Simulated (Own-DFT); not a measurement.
Simulation results for GaAs (zincblende with one plane slipped along a stacking-fault path, atoms displaced)

All values are calculated (Own-DFT development build). A calculation, not a measurement: plane-wave PBE density functional theory by an unreviewed code, no spin, of a simulated periodic cell, stress positive in tension, free energy of the whole cell less one offset for each atom, forces on such cells passed a denser k mesh, this cell's mesh not checked; offsets are fitted by least squares, one for each functional and potential file, so energies compare only between cells with the same atoms and settings and are not formation energies; the far tail of each file's local potential was reset to the Coulomb form; each entry is a single point on an unrelaxed cell, so the pressure reflects the starting lattice, mostly measured values (interpolated for alloys), from which strain is counted, and rises with the displacements; printed positions are rounded, which can move forces by about a meV/angstrom; the program, named Own-DFT, is a retired in-house code; no spin-orbit coupling.

GaAs (zincblende with one plane slipped along a stacking-fault path, atoms displaced)

```
cell vectors (Å)
   5.6533    -5.6533     0.0000
   0.0000     5.6533    -5.6533
  12.2488    12.2488     9.4222
atoms (fractions of the cell vectors)
Ga  0.00590  0.00871  0.99884
As  0.97122  0.94959  0.12778
Ga  0.13331  0.27968  0.16466
As  0.12050  0.22928  0.28942
Ga  0.27609  0.08197  0.33378
As  0.25991  0.01753  0.44895
Ga  0.10085  0.18727  0.50381
As  0.06794  0.12928  0.63063
Ga  0.21916  0.43512  0.66998
As  0.19292  0.40273  0.79315
Ga  0.36105  0.20353  0.83655
As  0.33788  0.19687  0.95634
Ga  0.99896  0.50134  0.00068
As  0.96383  0.44672  0.12596
Ga  0.13965  0.77993  0.16283
As  0.13666  0.73932  0.29075
Ga  0.28115  0.56298  0.33250
As  0.26204  0.51705  0.45917
Ga  0.07060  0.65882  0.50187
As  0.07482  0.62491  0.62319
Ga  0.23360  0.95272  0.66499
As  0.20372  0.89858  0.78896
Ga  0.35559  0.71766  0.83533
As  0.33722  0.69074  0.95263
Ga  0.50308  0.99292  1.00000
As  0.47088  0.94885  0.13150
Ga  0.64344  0.28516  0.16572
As  0.62840  0.24475  0.29327
Ga  0.77809  0.05091  0.33433
As  0.75650  0.00494  0.45570
Ga  0.57506  0.15639  0.50212
As  0.55406  0.13235  0.62289
Ga  0.73352  0.45495  0.66610
As  0.69233  0.38648  0.79240
Ga  0.86278  0.22359  0.82742
As  0.84182  0.19759  0.96162
Ga  0.50121  0.51170  0.99794
As  0.47851  0.46507  0.12762
Ga  0.63903  0.76115  0.17321
As  0.62334  0.73800  0.28793
Ga  0.78227  0.55506  0.33197
As  0.75130  0.50384  0.45812
Ga  0.59069  0.67530  0.49705
As  0.55591  0.62122  0.63252
Ga  0.73311  0.96164  0.67221
As  0.70468  0.91314  0.79363
Ga  0.85059  0.70195  0.83168
As  0.84413  0.68505  0.95673
```

Settings of this run: functional PBE, potential files PseudoDojo norm-conserving, scalar-relativistic, standard set, wave cutoff 42 hartree, occupations Fermi-Dirac, smearing width 0.1 eV and k mesh 4 x 4 x 2 centred on Gamma.

Results for GaAs (zincblende with one plane slipped along a stacking-fault path, atoms displaced): free energy of cell above offsets -16.861 eV; pressure 4.24 GPa; stress xx -4.29 GPa; stress yy -3.9 GPa; stress zz -4.54 GPa; stress yz -0.4 GPa; stress xz 0.01 GPa; stress xy -0.41 GPa.

Force:
| element | x (eV/Å) | y (eV/Å) | z (eV/Å) |
| --- | --- | --- | --- |
| Ga | -0.348 | 0.604 | 0.28 |
| As | -0.185 | -0.287 | -0.843 |
| Ga | 0.169 | -0.298 | 0.422 |
| As | -1.15 | 1.733 | -1.485 |
| Ga | 0.332 | -2.951 | 0.494 |
| As | 1.317 | 1.846 | 1.886 |
| Ga | -0.816 | -0.802 | 1.019 |
| As | -0.82 | -0.719 | 0.097 |
| Ga | 0.496 | 0.45 | -0.492 |
| As | 0.916 | -0.999 | 0.144 |
| Ga | -0.912 | 0.51 | -0.725 |
| As | 0.974 | -0.482 | 1.056 |
| Ga | 0.447 | 0.55 | -0.477 |
| As | 0.834 | -0.549 | -1.305 |
| Ga | -0.015 | 0.434 | 1.052 |
| As | -0.911 | 1.346 | -0.875 |
| Ga | 0.306 | -0.796 | 0.84 |
| As | -0.18 | 0.383 | -0.787 |
| Ga | -0.129 | -0.646 | -0.97 |
| As | 0.219 | 0.849 | 0.088 |
| Ga | -0.561 | 0.254 | 0.876 |
| As | -0.416 | 0.367 | 0.493 |
| Ga | -0.548 | -0.879 | -1.018 |
| As | 0.87 | 0.605 | 1.288 |
| Ga | 0.286 | 1.305 | -0.386 |
| As | 0.305 | -1.219 | -0.979 |
| Ga | -0.731 | 0.777 | 1.176 |
| As | -0.879 | -0.346 | 0.345 |
| Ga | -0.277 | -0.312 | -0.547 |
| As | 1.321 | 1.007 | -0.706 |
| Ga | -0.612 | -0.858 | -0.462 |
| As | 1.538 | -0.599 | -0.024 |
| Ga | -0.214 | 0.105 | 0.104 |
| As | -0.373 | -0.101 | -0.658 |
| Ga | 1.108 | 1.254 | 0.654 |
| As | -0.956 | -1.615 | 0.482 |
| Ga | 0.347 | 0.319 | -0.072 |
| As | -1.023 | -0.953 | 0.237 |
| Ga | -1.012 | -0.11 | -1.761 |
| As | 1.244 | 1.207 | 1.392 |
| Ga | 0.778 | -0.009 | -0.613 |
| As | -0.088 | 0.149 | -0.056 |
| Ga | 0.423 | 0.207 | 1.448 |
| As | 0.148 | -0.499 | -1.386 |
| Ga | -1.338 | -0.262 | 0.177 |
| As | -0.297 | -0.545 | 1.479 |
| Ga | 0.417 | 0.316 | -0.811 |
| As | -0.005 | 0.257 | -0.091 |
